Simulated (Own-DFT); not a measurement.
# Same atoms, different arrangement: C16Si16, 32 atoms

These are calculations, not measurements. They come from Own-DFT, an in-house plane-wave density functional program, since retired, whose code no person has reviewed. Each row is one single-point run on a periodic cell that was not relaxed, without spin or spin-orbit coupling.

Settings of every run: PBE; PseudoDojo norm-conserving scalar-relativistic files; cutoff 42 hartree; 5 x 5 x 3 k mesh centred on Gamma; Fermi-Dirac smearing of 0.1 eV.

Known limits: forces on such cells passed a denser k mesh, each cell not checked; stress not checked against mesh or cutoff.

All cells hold the same atoms in the same cell, with vectors in Å (6.165, 0.000, 0.000); (-3.083, 5.339, 0.000); (0.000, 0.000, 10.068). Every atom was moved at random from its ideal site; u is the rms move along one axis. E is the free energy of the cell above the lowest run. The arrangements:

- A: 2H SiC
- B: 4H SiC

| arrangement | u (Å) | E (eV) | P (GPa) |
|---|---|---|---|
| A | 0.0296 | 0.224 | 3.82 |
| A | 0.0332 | 0.526 | 4.09 |
| A | 0.0355 | 0.678 | 4.17 |
| A | 0.0513 | 2.490 | 5.58 |
| A | 0.0540 | 2.758 | 6.01 |
| A | 0.0545 | 2.648 | 5.48 |
| B | 0.0279 | 0.000 | 3.53 |
| B | 0.0286 | 0.105 | 3.72 |
| B | 0.0293 | 0.076 | 3.60 |
| B | 0.0549 | 2.452 | 5.54 |
| B | 0.0603 | 2.999 | 5.80 |
| B | 0.0659 | 4.287 | 6.69 |

Question: once the cost of the random moves is taken out, how do the arrangements rank?

## Worked answer

Fit E = a + b u², with one b for all and one a for each arrangement, and with residuals divided by u², since the noise grows with the moves. Then b = 1157 eV/Å², the scatter at u = 0.04 Å is 0.09 eV, and against A:

- B: -0.13 ± 0.04 eV (lower)

These are energies of unrelaxed cells. Relaxing the atoms lowers the strained arrangements most, so the gaps would shrink and small ones could change sign.
